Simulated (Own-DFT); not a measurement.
# Strain and stress in wurtzite GaN, 72 atoms (Ga36N36)

Calculated results; nothing here was measured. The program, named Own-DFT, is a retired in-house plane-wave density functional code that no person has reviewed. Each row is one single-point run on a periodic cell that was not relaxed, without spin or spin-orbit coupling.

Settings of every run: PBE; PseudoDojo norm-conserving scalar-relativistic files (stringent for Ga); cutoff 96 hartree; 4 x 4 x 3 k mesh centred on Gamma; Gaussian smearing of 0.01 eV.

Known limits: forces not confirmed at this smearing and k mesh; stress not checked against mesh or cutoff.

Unstrained cell vectors in Å: (9.567, 0.000, 0.000); (-4.784, 8.285, 0.000); (0.000, 0.000, 10.370). The unstrained cell has measured lattice constants (interpolated for alloys), not those of this functional. That, the random moves and any unrelaxed bonds set the pressure at no strain. Each run strains this cell uniformly, with the atoms carried along. Every atom was also moved at random, by a Gaussian of width 0.05 Å on each axis. Strain is the symmetric tensor, in per cent. Stress is positive in tension, and the pressure is minus a third of its trace.

```
run,e_xx (%),e_yy (%),e_zz (%),e_yz (%),e_xz (%),e_xy (%),s_xx (GPa),s_yy (GPa),s_zz (GPa),s_yz (GPa),s_xz (GPa),s_xy (GPa),P (GPa),E (meV/atom)
1,0.04,1.76,0.88,0.35,0.45,1.19,-5.07,-1.25,-0.93,0.36,1.53,4.96,2.42,20.3
2,1.91,-0.33,-1.01,1.37,1.82,-1.94,-2.05,-9.03,-10.06,3.68,4.23,-5.69,7.04,46.3
3,1.46,1.45,-1.82,0.27,0.44,-1.57,-1.80,-0.49,-14.94,0.81,0.10,-4.82,5.74,32.4
4,0.68,-1.01,-0.49,-1.51,0.31,0.51,-6.97,-11.19,-9.13,-2.88,0.40,1.48,9.10,38.8
5,-0.78,0.91,1.71,0.13,0.56,-1.61,-9.04,-2.83,0.65,0.28,1.13,-4.00,3.74,16.1
6,0.90,-1.12,-1.01,1.63,-1.89,-1.78,-5.16,-13.63,-10.71,2.96,-4.18,-4.80,9.84,35.9
7,-0.76,0.25,-0.53,0.78,-0.28,-1.50,-9.27,-7.96,-9.74,0.52,-0.64,-3.77,8.99,22.4
8,0.38,-1.39,1.31,0.27,-1.89,-1.68,-7.42,-10.53,-2.29,0.37,-4.35,-5.80,6.75,25.9
9,-1.97,0.13,-1.60,1.79,0.58,-1.73,-16.64,-11.39,-16.80,3.24,0.31,-4.25,14.94,57.1
10,0.82,0.08,1.66,0.05,-0.16,-1.28,-2.28,-3.62,-0.10,0.10,-0.90,-3.88,2.00,0.0
11,-1.35,-0.40,0.75,1.31,-1.58,0.38,-12.88,-10.26,-4.47,3.45,-3.04,1.12,9.20,31.4
12,0.44,1.41,0.00,0.70,1.13,-0.19,-3.25,0.09,-7.75,1.39,1.86,-0.50,3.63,14.3
13,-0.75,0.92,-1.19,0.82,1.43,0.44,-10.59,-3.54,-14.93,1.59,3.59,2.21,9.69,36.7
14,0.21,0.98,-1.74,-1.53,-0.29,0.39,-8.00,-3.10,-14.86,-2.86,-0.76,1.24,8.66,31.2
15,0.58,-0.34,1.46,1.69,1.66,-1.65,?,?,?,?,?,?,?,?
```

E is the free energy for each atom above the lowest run shown.

## Worked fit

Each stress component was fitted by least squares to a constant and the strains of the runs shown, as fractions, with shears doubled. Shear strains stay in the fit of a normal stress only where such slopes are resolved. The slopes, in GPa:

```
stress,at no strain,per e_xx,per e_yy,per e_zz,scatter
s_xx,-7.6,390 ± 23,115 ± 24,79 ± 19,0.88
s_yy,-7.4,113 ± 36,441 ± 39,90 ± 31,1.40
s_zz,-7.4,81 ± 28,24 ± 31,471 ± 24,1.11
```

Each shear stress against twice its own strain: yz 105 ± 10, xz 110 ± 8, xy 154 ± 8 GPa. These are stiffnesses along x, y and z of the frame in which the cell vectors are given, which need not be the crystal's axes. The atoms are held to the strained lattice; where symmetry lets them move under strain, relaxing them would lower some slopes. The table should be nearly symmetric about its diagonal, and what it lacks of that shows the noise. A ninth of its sum, 200 ± 6 GPa, estimates the bulk modulus near the mean pressure of these runs, 7.3 GPa, so it lies above the value at zero pressure.

## Withheld run

Question: what normal stresses and pressure should run 15 give?

The fit gives s_xx = -4.6, s_yy = -6.9, s_zz = -0.1 and P = 3.9 GPa. The calculation gave -3.10, -6.81, -0.78 and P = 3.56 GPa.
